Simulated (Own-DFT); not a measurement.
# Computed records: AlN (wurtzite, strained, atoms displaced)

Computed with Own-DFT development build. A calculation, not a measurement: plane-wave PBE density functional theory by an unreviewed code, no spin, of a simulated periodic cell, stress positive in tension, free energy of the whole cell less one offset for each atom, forces on such cells passed a denser k mesh, this cell's mesh not checked; offsets are fitted by least squares, one for each functional and potential file, so energies compare only between cells with the same atoms and settings and are not formation energies; the far tail of each file's local potential was reset to the Coulomb form; each entry is a single point on an unrelaxed cell, so the pressure reflects the starting lattice, mostly measured values (interpolated for alloys), from which strain is counted, and rises with the displacements; printed positions are rounded, which can move forces by about a meV/angstrom; the program, named Own-DFT, is a retired in-house code; no spin-orbit coupling.

```xyz
128
Lattice="12.2577 -0.2209 -0.0127 -6.3202 11.0608 -0.1611 -0.0101 -0.1548 9.9252" Properties=species:S:1:pos:R:3:force_x:R:1:force_y:R:1:force_z:R:1 formula=AlN functional=PBE potential_files=PseudoDojo_norm-conserving,scalar-relativistic,standard_set wave_cutoff=42 occupations=Fermi-Dirac smearing_width=0.1 hardware=one_NVIDIA_H100 k_mesh=2_x_2_x_2_centred_on_Gamma free_energy_of_cell_above_offsets=-51.622 pressure=6.57 stress_xx=-10.89 stress_yy=-1.73 stress_zz=-7.11 stress_yz=-4.49 stress_xz=-0.2 stress_xy=-5.68 wall_time=406.3
Al     0.0070     1.5846     9.8928     -0.899      1.469     -1.784
Al     1.5207     0.8688     2.4527     -0.584     -0.641      0.183
N     -0.0673     1.7650     1.7537      0.489      0.584      2.986
N      1.4988     0.7478     4.3837     -1.255      2.818     -0.861
Al    -0.1226     1.8187     5.0041      1.166     -1.963      0.235
Al     1.5523     0.8062     7.4078     -1.009     -1.282      0.124
N     -0.0467     1.7603     6.8952      0.455     -0.412     -0.295
N      1.5769     0.7330     9.3288     -2.994       -0.9      -1.03
Al    -1.6139     4.5249    -0.0402     -0.405      1.038     -1.156
Al    -0.0914     3.6034     2.4948      0.668     -0.092     -2.305
N     -1.5603     4.5615     1.8274     -0.058      0.136       0.72
N     -0.1234     3.5172     4.3128       0.84      0.657      0.313
Al    -1.6290     4.4903     4.8347      1.173      2.446      1.778
Al    -0.0799     3.5840     7.4212     -0.001     -0.121     -0.049
N     -1.5798     4.5271     6.8008     -0.196     -1.744     -0.869
N     -0.0118     3.5033     9.3016     -1.446     -1.186     -0.015
Al    -3.2679     7.2564     9.8154      2.034      0.546      0.214
Al    -1.6240     6.4348     2.3049     -2.032     -1.023      1.256
N     -3.2088     7.3708     1.7956      0.047     -0.485      0.293
N     -1.6777     6.3573     4.3234      1.402     -0.861     -1.521
Al    -3.0926     7.3572     4.8571     -2.207     -1.469      0.594
Al    -1.5710     6.2567     7.3040     -2.757      1.126      1.449
N     -3.2075     7.2274     6.7324      1.791      0.334     -0.019
N     -1.6972     6.2773     9.2834      0.179     -1.052     -0.499
Al    -4.8151    10.1868    -0.1044      2.219     -0.954     -0.387
Al    -3.2470     9.1624     2.3274      0.522     -0.896      0.877
N     -4.6814    10.1175     1.7700     -1.794      0.521       0.01
N     -3.2327     9.0942     4.3448     -0.339      1.068      -1.87
Al    -4.7137    10.1562     4.8483     -0.881      -3.14      0.212
Al    -3.2400     9.0306     7.2063     -0.313     -0.329       1.79
N     -4.7731     9.9873     6.7176      0.138      2.034      0.021
N     -3.3204     9.0285     9.1694      0.969       0.65      0.377
Al     2.9872     1.6039     9.8175      2.769      1.303      2.324
Al     4.5876     0.7216     2.5499      0.175      1.232      -2.78
N      3.0295     1.7520     1.8837      0.314      0.166      0.249
N      4.5961     0.6785     4.3610     -1.201      1.392      0.547
Al     2.9487     1.7462     4.8813      1.478     -0.568      0.625
Al     4.5676     0.7239     7.4068     -0.426     -1.514      0.502
N      3.0633     1.6263     6.7804     -0.104      1.244      0.024
N      4.5061     0.6853     9.3051      1.222     -0.502     -0.079
Al     1.4302     4.5249    -0.0059      1.474      0.782     -1.298
Al     2.9959     3.5486     2.5137      0.098      -0.05     -1.033
N      1.5093     4.5935     1.8150     -0.619     -2.093      1.264
N      3.0037     3.5550     4.4166     -2.249     -1.117     -1.138
Al     1.4090     4.5195     4.9212      0.584      0.357     -0.714
Al     2.9825     3.4167     7.4848       0.02      1.282     -3.285
N      1.4317     4.5267     6.7354      0.468     -1.867      1.291
N      3.0201     3.4057     9.2399     -1.189      0.355      1.959
Al    -0.1452     7.1516     9.7907     -0.237     -0.259     -0.366
Al     1.4561     6.3034     2.3667     -1.089      2.075      0.347
N     -0.2166     7.3128     1.7380      3.137     -0.093      0.161
N      1.4380     6.3544     4.2536     -1.599     -1.346     -0.403
Al    -0.1081     7.2794     4.8340      -0.48     -0.853      0.457
Al     1.3306     6.2631     7.3315      1.435       0.58     -0.889
N     -0.1427     7.1658     6.7596      0.873      2.185     -1.067
N      1.4268     6.2130     9.1478     -1.305     -1.014      1.686
Al    -1.6631    10.0468    -0.1098     -1.338      0.012     -1.589
Al    -0.1500     9.0675     2.3267     -0.175      0.228     -0.325
N     -1.6768     9.9919     1.7359     -0.059      0.765      0.907
N     -0.2281     9.0494     4.2291      0.618      0.044     -0.336
Al    -1.7341    10.0097     4.7478       0.47     -0.811       1.73
Al    -0.1446     9.1320     7.2541       -2.4     -3.158       1.52
N     -1.7157     9.9258     6.7234      0.456      1.487     -1.098
N     -0.1633     8.9156     9.1983     -0.182      0.962     -0.616
Al     6.1524     1.5269     9.8202     -1.461      1.283      1.186
Al     7.6052     0.7083     2.5561     -0.818      0.498     -2.427
N      6.1092     1.7193     1.8113      -0.07     -0.421      1.122
N      7.6749     0.6768     4.3460     -0.724      -0.17      1.275
Al     6.0991     1.5472     4.9247      0.917      1.925      0.315
Al     7.5877     0.6356     7.4484       1.34      0.514     -0.773
N      6.0968     1.5847     6.8692     -0.175     -0.375     -1.252
N      7.6234     0.5956     9.2944      0.536     -0.554      0.151
Al     4.4947     4.4116     9.7569      1.099     -1.119      1.402
Al     6.0982     3.5717     2.4502       -1.3     -1.191     -1.156
N      4.4636     4.4262     1.8578      0.954      1.132     -1.088
N      6.0664     3.5113     4.2893     -0.907      -1.71      0.939
Al     4.4777     4.3731     4.9325      2.259      2.295      0.532
Al     6.0026     3.3273     7.4086      1.563      2.183     -1.191
N      4.5896     4.4298     6.8750     -1.683     -3.069     -1.023
N      6.1297     3.4264     9.1967     -2.701     -1.246      1.664
Al     2.8490     7.0704     9.8079      1.545      1.666       0.11
Al     4.3921     6.2962     2.3362      0.419     -0.424      1.224
N      2.8891     7.3465     1.7564      0.062     -1.186      0.093
N      4.4042     6.2688     4.3419     -0.103     -0.985     -1.332
Al     2.8919     7.2374     4.8588       1.26     -0.089      -0.98
Al     4.3847     6.1017     7.3655      1.105      3.552     -1.311
N      2.9042     7.1905     6.6344     -0.237     -0.155       3.27
N      4.4345     6.2169     9.2183     -0.247     -0.332      0.537
Al     1.3388     9.8566     9.7387      -0.17      0.362      0.138
Al     2.8927     9.1234     2.3449     -0.437     -0.381     -0.709
N      1.3325    10.0239     1.6595      0.405     -0.341      1.669
N      2.8073     9.0516     4.2490       0.24     -0.893     -0.842
Al     1.3052     9.9345     4.7704     -0.031      0.682      1.077
Al     2.8207     8.9482     7.3918      0.304     -0.339     -1.987
N      1.3103     9.9090     6.7273       1.98      0.915     -1.278
N      2.8803     8.9755     9.2014     -0.557     -1.577      0.158
Al     9.2138     1.5683     0.0192     -2.449      2.353      0.018
Al    10.6660     0.6828     2.4663      0.257     -1.034     -0.101
N      9.1000     1.5797     1.9265      1.513      1.098     -0.146
N     10.6183     0.5772     4.4916       4.16     -0.981      -3.03
Al     9.2942     1.5131     4.9091     -4.842      2.779      0.853
Al    10.6864     0.4784     7.3987     -0.801      5.334      0.704
N      9.1298     1.5143     6.7274      0.423      0.042      1.615
N     10.5985     0.5879     9.2784       2.98      -1.64     -0.223
Al     7.5413     4.2718     9.8319      1.773      1.354      0.085
Al     9.1705     3.4802     2.4472     -1.106     -0.736     -0.548
N      7.6009     4.4289     1.8165      0.776     -0.374      0.144
N      9.1735     3.4250     4.3665     -1.386     -1.979     -1.404
Al     7.6132     4.3185     4.8436     -0.338      1.639      1.722
Al     9.0843     3.3482     7.2740     -0.134      0.141      1.188
N      7.5390     4.3317     6.7883      0.468      -0.51     -0.433
N      9.0435     3.3052     9.2795      1.276     -0.882     -0.059
Al     6.0183     7.0932     9.7662      0.024     -1.182      1.238
Al     7.5717     6.1637     2.4619     -0.797       1.54     -0.456
N      5.9437     7.1461     1.8305      1.213      0.094     -1.048
N      7.5371     6.1960     4.3343      1.101     -1.081     -0.853
Al     6.0052     7.0804     4.8512     -0.043      0.357     -0.714
Al     7.5791     6.1799     7.3718      -1.45     -0.923     -1.441
N      6.0084     7.0898     6.6395     -0.697      0.425      3.482
N      7.5753     6.1680     9.2126     -2.272     -1.734      0.516
Al     4.4271     9.7921     9.6353       0.43       0.37      1.965
Al     5.9629     8.9574     2.3792      0.373     -0.075     -0.174
N      4.4450     9.9039     1.6798      0.205      1.101      0.655
N      6.0807     8.8718     4.2660      -2.14      1.642     -0.136
Al     4.3165     9.8522     4.8191      2.513      -0.53      0.322
Al     5.9336     8.9734     7.2603      0.089     -2.241     -0.092
N      4.3500     9.9334     6.7226       0.46     -4.305     -0.601
N      6.0121     8.8369     9.2644      -1.81      1.406     -1.913
```

Units: wave_cutoff in hartree; smearing_width, free_energy_of_cell_above_offsets in eV; pressure, stress_xx, stress_yy, stress_zz, stress_yz, stress_xz, stress_xy in GPa; wall_time in s; force_x, force_y, force_z in eV/Å.
